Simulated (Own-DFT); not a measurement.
Simulation results for InAs (zincblende, strongly disordered by large displacements), GaP (zincblende, strongly disordered by large displacements)

Computed with Own-DFT development build. A calculation, not a measurement: plane-wave PBE density functional theory by an unreviewed code, no spin, of a simulated periodic cell, stress positive in tension, free energy of the whole cell less one offset for each atom, forces on such cells passed a denser k mesh, this cell's mesh not checked; broken bonds can close the gap or carry spin, so checks made on this kind of crystal may not hold here; offsets are fitted by least squares, one for each functional and potential file, so energies compare only between cells with the same atoms and settings and are not formation energies; the far tail of each file's local potential was reset to the Coulomb form; each entry is a single point on an unrelaxed cell, so the pressure reflects the starting lattice, mostly measured values (interpolated for alloys), from which strain is counted, and rises with the displacements; printed positions are rounded, which can move forces by about a meV/angstrom; the program, named Own-DFT, is a retired in-house code; no spin-orbit coupling.

Common to all runs: functional PBE; potential files PseudoDojo norm-conserving, scalar-relativistic, standard set; wave cutoff 42 hartree; occupations Fermi-Dirac; smearing width 0.1 eV; k mesh 3 x 3 x 3 centred on Gamma.

(1) 
```xyz
64
Lattice="12.1166 0.0000 0.0000 0.0000 12.1166 0.0000 0.0000 0.0000 12.1166" Properties=species:S:1:pos:R:3:force_x:R:1:force_y:R:1:force_z:R:1 formula=InAs hardware=one_NVIDIA_H200 free_energy_of_cell_above_offsets=22.182 pressure=13.22 stress_xx=-13.54 stress_yy=-13.15 stress_zz=-12.97 stress_yz=-2.12 stress_xz=0.71 stress_xy=2.39 wall_time=1294
In    11.8212     0.1714    11.4740      -1.23     -1.132      2.539
In     0.3271     3.1846     3.0381     -3.627      0.186      0.311
In     3.5696     0.1372     3.3617     -1.492      1.278      0.888
In     3.1105     3.3317    11.8761      2.931     -0.072       7.39
As     1.6102     1.7010     1.9261      2.716     -3.214     -2.692
As     0.8762     4.9375     4.4499      2.147      0.237       1.07
As     4.8291     1.6169     5.4409      2.697      -1.77       -3.8
As     4.5263     4.3655     2.0631      -1.94      2.016     -2.381
In    11.7653     0.1410     6.3860      0.137     -0.026      -1.21
In    11.8087     3.5130     8.9041      1.852      0.108     -1.518
In     3.1847     0.0296     9.2419     -1.185     -5.371     -1.347
In     3.0717     2.8031     6.2106     -5.254      1.134      0.547
As     1.4090     1.1356     7.9533     -1.047      2.029     -1.319
As     1.3968     4.4723    11.0640     -2.298     -0.527     -2.423
As     3.8018     1.8361    10.3928      5.036      0.255     -0.909
As     4.1651     4.2872     7.8333      0.717      1.785     -1.093
In    11.8573     5.9159    11.5758      -2.21      1.801      3.748
In    12.0801     9.1233     2.7114      0.769     -0.791      0.399
In     2.6597     6.1151     2.9719      2.234     -1.999      3.874
In     3.3203     8.9784     0.3630     -1.723     -1.661     -4.179
As     1.8857     7.1369     1.1159     -3.591      1.608     -3.182
As     2.0484    10.1460     4.5218     -3.837      2.547     -3.264
As     4.5193     7.3246     4.5884      0.474      0.746     -0.394
As     4.2651    10.3407     1.8656      2.793      2.957      1.542
In     0.2522     6.4329     6.1947     -4.503     -1.696      -1.12
In    11.7304     8.8224     8.9004      6.851      0.813     -0.744
In     2.5270     5.4424     9.1996      0.195      2.949     -1.178
In     3.5130     9.3638     6.0487     -0.255      -4.07     -1.217
As     1.7992     7.5702     7.3786      1.959      2.052      3.595
As     1.4628    10.8796    11.3594      3.411     -3.274     -1.423
As     4.3543     7.8420    10.0010     -3.591      -3.21      4.456
As     4.6713    10.3394     7.6877     -0.737      6.155      1.871
In     6.0028    11.8761    11.5733      -2.98      2.414      3.133
In     6.0121     2.7294     2.9157     -1.627      0.731      3.278
In     9.3294    11.7529     3.3926     -0.592      3.175      1.588
In     8.9381     3.2101     0.1909      2.559     -4.142      3.689
As     7.3442     1.4207     1.6503      3.148     -3.335     -3.485
As     7.5977     4.2637     4.2315     -0.307      1.227      1.323
As    10.1314     1.7096     4.5877      4.742     -1.988     -2.568
As    10.4919     4.7139     1.6591      3.964     -2.928     -3.007
In     6.2413    11.8273     6.3123     -1.278     -2.056     -0.896
In     6.1584     3.2437     8.6575       1.26     -0.568      2.543
In     9.1687    11.5128     8.7195     -0.928      4.915      0.171
In     8.6619     2.6299     6.0305     -0.002       4.42     -0.427
As     7.4040     1.4178     7.4342      0.063     -1.732      4.872
As     7.9287     4.5110    10.8196     -6.329     -0.558     -2.328
As    11.0293     2.0777    10.6027     -3.919      1.323      0.903
As    10.2267     4.4090     7.2478      0.017      2.167      0.016
In     6.0964     6.5069    11.7348     -2.995     -1.662     -2.269
In     6.2353     9.3254     3.1282      -2.56     -5.012     -2.806
In     9.0399     6.0437     2.7627      -3.72      -1.38      1.197
In     9.1247     9.0514    11.8173     -0.781      0.591      1.537
As     7.6256     7.1378     1.2099      0.349      4.144      1.046
As     7.4140    10.7631     4.3460      1.359      1.362      3.881
As    10.1498     7.3017     4.2705      5.832      0.643      0.076
As    10.2931    10.7344     1.6256      2.565     -1.865     -4.609
In     5.9202     5.9800     6.3510        0.5     -0.275     -0.743
In     5.9289     8.8010     8.7554      3.554      0.745      2.457
In     8.8892     6.2027     9.7375     -1.959     -0.123     -5.492
In     9.1399     8.5809     5.7818     -0.151      3.858      0.159
As     7.5501     8.1411     7.3439      0.226     -4.032      0.708
As     7.7209    10.8856    10.3753     -0.018     -3.283      0.941
As    10.5775     7.5280    10.2794      0.973      0.986      3.903
As    10.4948    10.1359     7.5453      0.635      0.393     -5.632
```

Units: free_energy_of_cell_above_offsets in eV; pressure, stress_xx, stress_yy, stress_zz, stress_yz, stress_xz, stress_xy in GPa; wall_time in s; force_x, force_y, force_z in eV/Å.

(2) 
```xyz
64
Lattice="10.9010 0.0000 0.0000 0.0000 10.9010 0.0000 0.0000 0.0000 10.9010" Properties=species:S:1:pos:R:3:force_x:R:1:force_y:R:1:force_z:R:1 formula=GaP hardware=one_NVIDIA_H100 free_energy_of_cell_above_offsets=33.144 pressure=18.24 stress_xx=-17.39 stress_yy=-20.81 stress_zz=-16.53 stress_yz=-0.85 stress_xz=-0.29 stress_xy=1.64 wall_time=621.9
Ga     0.2534    10.7484    10.8671     -3.067      1.708       3.91
Ga    10.1721     3.0946     3.3166      0.569     -3.323      1.066
Ga     2.7333     0.2220     2.6028      0.113     -5.387      -2.18
Ga     2.5126     2.4809     0.6127      1.383      0.914     -4.178
P      1.2660     1.2081     1.6112     -5.433     -0.015     -0.663
P      1.0258     3.8374     4.0234      6.439     -0.251      0.106
P      3.6986     0.8164     4.2053      2.626      3.575     -0.508
P      3.5855     4.2302     1.2062      0.558       0.02       0.38
Ga     0.0133    10.8708     5.3551     -0.099      5.847      0.177
Ga    10.8265     2.6622     8.2395      1.475      6.261     -0.676
Ga     2.9205    10.7470     8.2595     -3.027     -3.189     -2.294
Ga     2.3978     2.0817     5.1809     -2.672      3.174       1.39
P      1.2276     1.5543     7.0450       3.06     -3.221     -2.715
P      1.7246     4.4423     8.9926     -3.974     -2.834      3.236
P      3.8684     1.4402     8.9916      3.071      3.963      4.096
P      4.6220     4.3224     7.2798     -0.262      1.072     -5.898
Ga    10.5891     5.2016    10.8680      0.678      0.471     -0.697
Ga     0.0636     8.1588     2.6778      0.375      9.054      0.306
Ga     2.5663     5.6645     2.5111      3.048     -1.819      3.964
Ga     2.7431     8.6298     0.2297      -3.17     -2.561     -5.039
P      0.8755     6.4535     1.8080     -4.002     -0.554     -3.712
P      1.3417     9.6832     4.4601      3.735     -4.001     -3.911
P      3.5334     6.7804     4.3195      4.741     -4.562     -6.137
P      4.0430     9.2745     1.5974      1.223      4.471      1.259
Ga     0.1720     5.1541     5.4705     -2.922     -1.708     -1.805
Ga     0.0948     8.2815     8.1896      0.936      0.215     -6.109
Ga     3.1667     5.5825     7.9276      -3.86      1.147     -3.577
Ga     2.8360     7.8375     5.8143     -6.939     -0.177      1.387
P      1.0134     6.5472     6.6226      3.345      4.563      4.367
P      1.1239     9.6729     9.3698      5.369     -1.038     -0.366
P      3.8540     6.7170     9.4164       2.06      4.952      5.143
P      4.0897     9.1936     6.5197      0.919      0.844      4.106
Ga     6.1961    10.8110    10.4125      -2.59      6.742      3.975
Ga     5.6407     3.2205     2.2450     -1.757      3.388      1.661
Ga     8.0906     0.2995     2.5927      2.571     -2.809     -0.985
Ga     8.2461     2.3211    10.1900     -0.716      0.868      1.405
P      6.5664     1.4826     2.0894     -2.146     -2.255     -3.251
P      7.2566     4.3464     4.1543     -1.559      0.079     -0.866
P      9.4482     1.0912     3.9872      1.505      1.277      2.004
P      9.2380     3.9473     1.7837      1.236     -1.807     -8.033
Ga     4.7753    10.8305     5.6106      6.499      2.121      1.099
Ga     5.6570     2.9407     8.2840     -0.749     -7.595      0.898
Ga     7.9512     0.2865     8.5706      -0.25     -0.363     -2.039
Ga     8.2788     2.8462     4.9709      1.394     -5.036      3.998
P      6.6000     1.5694     6.8824      1.183     -2.115     -1.965
P      6.4544     4.4688     9.2872      2.582      3.252      4.007
P     10.0638     1.0665     9.1605     -2.298     -3.468        3.1
P      9.5825     3.8060     6.6853     -0.174      0.379     -0.444
Ga     5.6060     4.8657     0.5926      2.183      1.834     -1.847
Ga     5.2270     7.7730     2.4458       2.24     -1.526      2.574
Ga     7.9113     5.2426     2.5040       0.54      1.132     -0.045
Ga     7.9997     7.7778    10.6565     -0.278      1.721     -0.214
P      7.3907     6.9089     1.5938     -4.389      4.173     -0.744
P      7.1988     9.6223     3.8185     -2.748      -2.99      2.429
P     10.1734     6.5123     3.4771     -1.931     -4.631      2.141
P      9.3322     9.5846     1.4521      1.138     -0.169     -1.755
Ga     5.7168     4.8917     5.2764     -5.164      2.762      3.501
Ga     5.0284     8.6417     8.3558     -3.263      -3.96      -0.59
Ga     8.4621     4.9675     8.2587     -0.179      2.063      0.315
Ga     7.3960     8.2634     6.0733      1.396      1.488     -1.489
P      6.5422     6.3820     7.0455      0.143      0.385      0.207
P      6.6396     9.1716     9.4042       5.56     -3.215     -0.484
P      9.7050     7.4476     9.4603     -2.078     -5.223      2.452
P      9.7616     9.7559     6.5403     -4.193     -4.117      4.557
```

Units: free_energy_of_cell_above_offsets in eV; pressure, stress_xx, stress_yy, stress_zz, stress_yz, stress_xz, stress_xy in GPa; wall_time in s; force_x, force_y, force_z in eV/Å.

(3) 
```xyz
64
Lattice="12.1166 0.0000 0.0000 0.0000 12.1166 0.0000 0.0000 0.0000 12.1166" Properties=species:S:1:pos:R:3:force_x:R:1:force_y:R:1:force_z:R:1 formula=InAs hardware=one_NVIDIA_H200 free_energy_of_cell_above_offsets=43.956 pressure=17.35 stress_xx=-15.59 stress_yy=-18.6 stress_zz=-17.88 stress_yz=0.43 stress_xz=-8.27 stress_xy=1.97 wall_time=1229
In     0.2925     0.1044     0.2872     -4.235     -8.524     -3.923
In    11.7878     3.0980     2.8227      2.734     -3.351      4.604
In     2.4541     0.0832     3.2428      2.279      1.847     -0.962
In     2.7117     3.3851    12.0114      4.557     -7.312      4.156
As     1.2814     1.4587     1.4921      5.602      7.846      5.424
As     1.8163     4.4915     4.8327     -8.023      5.547     -5.302
As     3.8664     1.7160     4.4171      3.516     -1.023     -0.424
As     4.5569     4.5700     1.3281      0.409      1.119      0.345
In    11.9351     0.2260     6.0187      2.576     -4.985      3.572
In    11.8952     2.7816     9.0646       0.16      0.195      1.263
In     3.2595     0.6234     8.8654     -5.657     -4.735     -4.748
In     2.9841     3.2902     6.0398      4.994     -5.224      6.687
As     1.3475     1.6968     7.3334      0.708     -0.112      0.791
As     1.6393     4.9084    11.0664      1.554     -0.905     -10.31
As     4.3924     1.8339    10.1637     -0.225     -4.121      10.78
As     4.3659     4.3523     7.9040     -5.136      6.166     -9.478
In     0.3681     6.2673    11.9617     -10.97      4.257     -2.945
In    12.1091     8.7901     3.0758     -3.464     -4.648     -1.916
In     2.8999     6.0409     3.3530     -0.386     -2.601     -2.498
In     3.0704     8.9403     0.6659     -1.495     -1.113     -2.308
As     1.3632     6.8569     1.6167      3.005      4.999      6.579
As     1.1202    10.4857     3.8834      1.292      1.736      5.046
As     4.1765     7.7752     4.2816     -6.338      6.966      0.207
As     4.4661    10.7842     1.7363     -4.192      3.679     -0.363
In    12.0137     6.4811     6.4703      5.766     -3.816       5.52
In     0.7928     9.0836     9.1952     -4.693      8.948      5.007
In     3.0794     6.3590     8.8400      7.252     -8.091      2.056
In     3.1573     9.2753     6.2269     -4.599     -4.506     -5.366
As     1.4568     7.4216     8.1878     -4.617     -2.309     -9.444
As     1.6116    10.7168    10.9442      1.555      -0.47      -0.14
As     4.0892     7.7629    10.3600      3.206      3.016      3.413
As     4.0094    10.6095     7.6511      3.383      5.102      4.204
In     5.9687    11.8094     0.3381      3.456      2.304     -3.449
In     6.2718     3.1402     2.6105       0.07     -0.418      0.617
In     9.1447     0.1483     3.4089      -7.83      5.381      0.394
In     9.3020     3.3976    11.7464     -0.438     -0.825      0.695
As     7.9466     1.5663     1.1174     -0.907     -0.509      0.962
As     7.7516     5.6216     4.9854     -0.069     -1.223      1.144
As    10.5770     1.2786     4.6247      1.693      6.114     -1.351
As    10.8849     4.3695     1.2668     -2.076      4.738     -2.383
In     5.8437    12.0858     6.0506     -0.515      1.006     -0.249
In     5.3987     3.4809     9.4299      12.22      3.108      4.371
In     8.8183     0.4853     9.6881      0.465     -0.516     -0.476
In     9.4041     2.9288     5.9976     -1.752       2.19      2.078
As     7.5381     1.5403     7.6472     -0.319      0.703     -0.113
As     7.9247     4.6482    10.1942     -2.288      0.391     -0.526
As    10.8345     1.4221    11.2897     -2.368      1.455     -3.618
As    10.8210     4.8167     7.8934     -1.323     -1.289     -0.026
In     6.8284     6.0715     0.1877     -6.314     -5.021     -8.163
In     5.2391     9.0877     2.8723      6.267     -1.162     -0.241
In     9.3166     6.0585     2.9009       7.79     -4.942      6.081
In     9.4391     8.7701     0.2216     -1.165      1.427      2.273
As     7.9036     6.9720     1.7033     -2.345      10.43      1.418
As     7.7351    10.8257     4.5586     -5.994       2.39     -6.682
As    10.8681     7.2311     4.9248     -6.152      4.381     -8.264
As    10.2400    10.9807     2.2194       6.93     -8.295     -8.073
In     5.2097     6.2439     5.1902      6.977     -8.935      6.087
In     5.8808     9.8890     9.1463     -3.511     -2.219     -1.106
In     9.2457     6.6684     9.1767     -5.244     -7.007      -5.57
In     8.2502     9.7560     6.2485      3.479     -6.584      9.155
As     7.2810     7.2920     7.6158     -0.622      1.223     -1.464
As     7.8478    10.1731    10.1878      3.467      0.968       2.93
As    10.3712     8.0347    10.2399       7.78      6.093      4.449
As    10.7613    10.1611     7.6303      0.116      1.071     -0.433
```

Units: free_energy_of_cell_above_offsets in eV; pressure, stress_xx, stress_yy, stress_zz, stress_yz, stress_xz, stress_xy in GPa; wall_time in s; force_x, force_y, force_z in eV/Å.

(4) 
```xyz
64
Lattice="12.1166 0.0000 0.0000 0.0000 12.1166 0.0000 0.0000 0.0000 12.1166" Properties=species:S:1:pos:R:3:force_x:R:1:force_y:R:1:force_z:R:1 formula=InAs hardware=one_NVIDIA_H200 free_energy_of_cell_above_offsets=-0.999 pressure=9.19 stress_xx=-9.42 stress_yy=-9.28 stress_zz=-8.86 stress_yz=-1.33 stress_xz=2.61 stress_xy=-0.38 wall_time=1125
In    11.8151     0.1177     0.2557      3.158       2.42     -2.666
In    12.1000     2.9661     2.7613       0.97      0.634      0.684
In     3.1899     0.2005     3.0669     -0.374     -1.245      0.539
In     3.2675     2.9527     0.0514     -2.146     -1.179     -1.025
As     1.6651     1.4277     1.5081     -0.509      0.538     -0.693
As     1.1053     4.6268     4.8262      4.234     -4.286      -4.01
As     4.7894     1.3416     4.6992     -1.185     -0.218      1.945
As     4.5221     4.6106     1.1557      0.489      0.645      3.605
In     0.2766    11.9379     6.4716     -1.826      0.548     -1.888
In     0.1225     3.3157     9.0148     -0.341     -1.168     -0.568
In     3.0495    11.9126     8.6250     -2.328      3.286      3.914
In     3.1076     3.2476     5.8984     -1.235     -1.727     -1.293
As     1.3652     1.4862     7.2846      4.106      6.205      3.584
As     1.4872     4.4650    10.7663       2.35     -0.463     -1.086
As     4.4301     1.4491    10.5631      0.291     -2.011       -0.5
As     4.0927     4.5634     7.6606      5.115      -3.25     -2.163
In    12.1078     5.6826     0.0786      2.507      5.536      -3.68
In     0.1423     9.2859     3.0029     -0.713     -0.803      0.313
In     3.1144     6.0151     3.1928     -0.597      0.038      -0.31
In     3.0360     9.2084     0.0340      2.537     -4.134      4.691
As     1.2582     7.3967     1.6784      1.592      0.656      -0.62
As     1.1148    11.0093     4.6138      3.717     -2.348     -4.544
As     4.6258     7.6862     4.7060     -0.142     -0.359     -1.201
As     4.7103    10.7103     1.5094     -2.209     -1.865      1.932
In    11.9475     6.0861     5.8959       0.62     -0.474      6.875
In     0.0288     9.0784     9.1744       0.04     -0.263      0.298
In     3.0137     5.8771     9.0546     -3.445        4.4      3.544
In     2.9292     9.1692     5.8460     -2.114      -0.69     -0.196
As     1.3297     7.5917     7.4769       1.12     -0.164       0.23
As     2.0101    10.3538    10.5983     -4.579      4.037     -4.602
As     4.6011     7.4598    10.6456     -2.442      0.333     -0.325
As     4.3122    10.6869     7.2166      1.937     -3.221     -0.161
In     6.2465    11.9113     0.1810     -3.537     -1.204      -4.04
In     5.8218     2.6902     3.0153      0.821       1.61     -2.549
In     8.8926    12.0464     2.9173      1.753       1.06      0.806
In     9.0346     2.6364    11.9546     -5.074      3.896      4.041
As     7.4314     1.2164     1.3421        2.8      5.219      3.323
As     7.4569     4.3608     4.1303     -4.609     -4.697      4.481
As    10.7926     1.6340     4.4176     -0.908     -2.056      0.442
As    10.8033     4.5432     1.3459     -6.482     -3.614      4.317
In     6.2906    11.5577     6.2695     -0.417      2.028      0.667
In     6.1244     2.8027     9.2712     -1.175      1.545      0.385
In     9.0495     0.3488     8.9603      1.857     -1.545      1.373
In     9.0709     2.8779     5.8380     -0.581      0.589      0.698
As     7.2616     1.3360     7.6359      0.721      1.226     -1.924
As     7.2712     4.5450    10.8652      2.824     -2.315      -2.23
As    10.6636     1.8684    10.7580      4.831     -3.324     -4.684
As    10.3746     4.6236     7.7985      4.663     -4.352     -5.217
In     6.0693     6.1794    12.0690       0.62      1.498      2.291
In     6.1858     9.2261     3.1850      -0.79     -1.802     -1.427
In     8.8508     5.7986     3.3507      6.244      4.443     -2.421
In     9.4653     9.1710    11.8899      -1.08     -1.579     -0.266
As     7.6109     7.2701     1.8180     -0.427      2.448     -1.618
As     7.6058    10.6584     4.5787      2.689     -1.283     -0.564
As    10.7250     7.4088     4.6853     -4.593      4.469     -4.612
As    10.6252    10.7029     1.4393     -1.876     -2.776      2.546
In     5.8054     5.8372     6.0716      1.017       0.17      0.184
In     5.9488     9.0677     9.3802      0.911      0.702     -1.726
In     8.9214     5.7707     8.8895     -6.041      3.917      3.722
In     9.2828     9.0900     6.1519     -0.623     -0.821     -0.528
As     7.4489     7.6440     7.4936       -0.2     -0.456      0.356
As     7.5367    10.6463    10.7455       1.84     -0.952     -2.262
As    10.4588     7.2310    10.3081      1.282      1.307      1.519
As    10.8516    10.6749     7.3620     -5.057     -2.757      4.293
```

Units: free_energy_of_cell_above_offsets in eV; pressure, stress_xx, stress_yy, stress_zz, stress_yz, stress_xz, stress_xy in GPa; wall_time in s; force_x, force_y, force_z in eV/Å.
